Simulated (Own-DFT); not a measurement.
# What random displacements cost in diamond germanium, 16 atoms (Ge16)

All numbers below are calculated, not measured. They come from Own-DFT, an in-house plane-wave density functional program, since retired, whose code no person has reviewed. Each row is one single-point run on a periodic cell that was not relaxed, without spin or spin-orbit coupling.

Settings of every run: PBE; PseudoDojo norm-conserving scalar-relativistic files; cutoff 42 hartree; 5 x 5 x 5 k mesh centred on Gamma; Fermi-Dirac smearing of 0.1 eV.

Known limits, some of them of some rows only: some atoms lie very close together; k mesh not checked against a denser one; stress not checked against mesh or cutoff.

Cell vectors in Å: (0.000, 5.658, 5.658); (5.658, 0.000, 5.658); (5.658, 5.658, 0.000). In each run every atom was moved at random and independently from its ideal site; u is the rms move along one axis. E is the free energy for each atom above the fitted value at u = 0, and F the rms of the force components.

```
run   u (Å)  E (meV/atom)  F (eV/Å)  largest force (eV/Å)  P (GPa)
  1  0.0217           8.2     0.337                  0.89     3.92
  2  0.0226           9.0     0.342                  0.92     3.94
  3  0.0231           9.5     0.353                  0.93     3.92
  4  0.0464          36.8     0.674                  2.24     4.29
  5  0.0501             ?         ?                     ?        ?
  6  0.0577          51.5     0.785                  2.19     4.52
  7  0.0975         197.7     1.841                  6.14     6.25
  8  0.1097         187.2     1.450                  3.83     6.09
  9  0.1406         465.1     3.489                 16.07     9.61
```

## Worked fit

For small independent moves the energy grows as E = (3/2) K u², with K the mean stiffness felt by one atom. The runs with u up to 0.11 Å give K = 11.6 ± 0.8 eV/Å², with residuals divided by u² + 0.0006 Å², since the noise grows with the moves. The scatter is 5.5 meV/atom at u = 0.05 Å. The forces follow F = G u with G = 15.3 eV/Å²; no force at u = 0 is resolved. G exceeds K because the moves of its neighbours add to the force on an atom, and stiffness differs between atoms. At u = 0.141 Å the parabola gives 343 meV/atom and the run 465. The pressure follows P = 3.84 + 212 u² GPa: at fixed volume, shortened bonds push harder than stretched ones pull.

## Withheld run

Question: what energy and rms force should run 5 give?

The fit gives 44 ± 6 meV/atom and about 0.77 eV/Å. The calculation gave 38.9 meV/atom and 0.660 eV/Å.
